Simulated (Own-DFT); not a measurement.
# Reading a pressure off an energy slope: monoclinic HfO2, 94 atoms (Hf32O62), with two O vacancies

All values are computed. Each geometry was run twice at fixed positions with Own-DFT, a retired in-house plane-wave program that no person has reviewed: with PBE, and with HSE06 (exact exchange share 0.25 at short range, screening 0.11 per bohr, Gygi-Baldereschi treatment of its divergence). Both used PseudoDojo norm-conserving files made for PBE, a cutoff of 48 hartree, the Gamma point alone, fixed occupations, a neutral cell and no spin. With Gamma alone and a thickness of 10.1 Å, finite-size errors remain in every number. The hafnium file keeps the 4f electrons in the core, and its forces lie about 75 meV/Å off all-electron values. The oxygen file's force components were 24 meV/Å off all-electron values in a glass.

Unstrained cell vectors in Å: (10.234, 0.000, 0.000); (0.000, 10.350, 0.000); (-1.696, 0.000, 10.445), volume V0 = 1106.4 Å³, from measured lattice constants. Each geometry has its own random strain of a few per cent, its own defect sites and random moves of rms u per axis. HSE06 gave the energy alone. D is its energy less that of PBE, over the lowest D shown. The PBE stress wasn't checked against mesh or cutoff.

```
run  V - V0 (Å³)   u (Å)  P with PBE (GPa)  D (eV)
  1        -19.3  0.0484              9.60   0.842
  2        -36.6  0.0480             15.01   0.406
  3          8.6  0.0502              4.62   1.639
  4        -29.2  0.0462             11.78   0.729
  5        -32.3  0.0526             13.66   0.780
  6        -50.0  0.0297             17.15   0.000
  7        -43.6  0.0305             14.28   0.202
  8        -16.4  0.0297              7.05   0.860
  9        -40.4  0.0494             15.13   0.546
 10         -5.4  0.0481              6.66   1.300
 11         -9.6  0.0310              5.82       ?
```

## What the rows give

D = 1.09 + 0.0237 (V - V0) + 136 u² eV, with an error of 0.0016 on the volume slope, 39 on the last term and a scatter of 0.08 eV. Pressure is -dE/dV, and 1 eV/Å³ is 160.2 GPa, so HSE06 changes the pressure by -3.8 ± 0.3 GPa. With the ions held to the strained lattice, the PBE pressure falls by 270 ± 17 GPa per unit of volume strain; the shape of the strain isn't fitted, so the true error is larger, and a relaxed crystal would be softer. On that slope HSE06's volume at a given pressure is about 1.4 % smaller, or 0.5 % in lengths. At u = 0 and V0 the PBE pressure is 2.8 GPa, which puts the zero-pressure volume, against the measured cell and with the defects in, at +1.1 % for PBE and -0.4 % for HSE06, each good to a few tenths of a per cent.

## Withheld run

The question: what D should run 11 give?

Estimate: 1.00 eV, with rows scattering by 0.08. The hidden result is 1.028 eV.
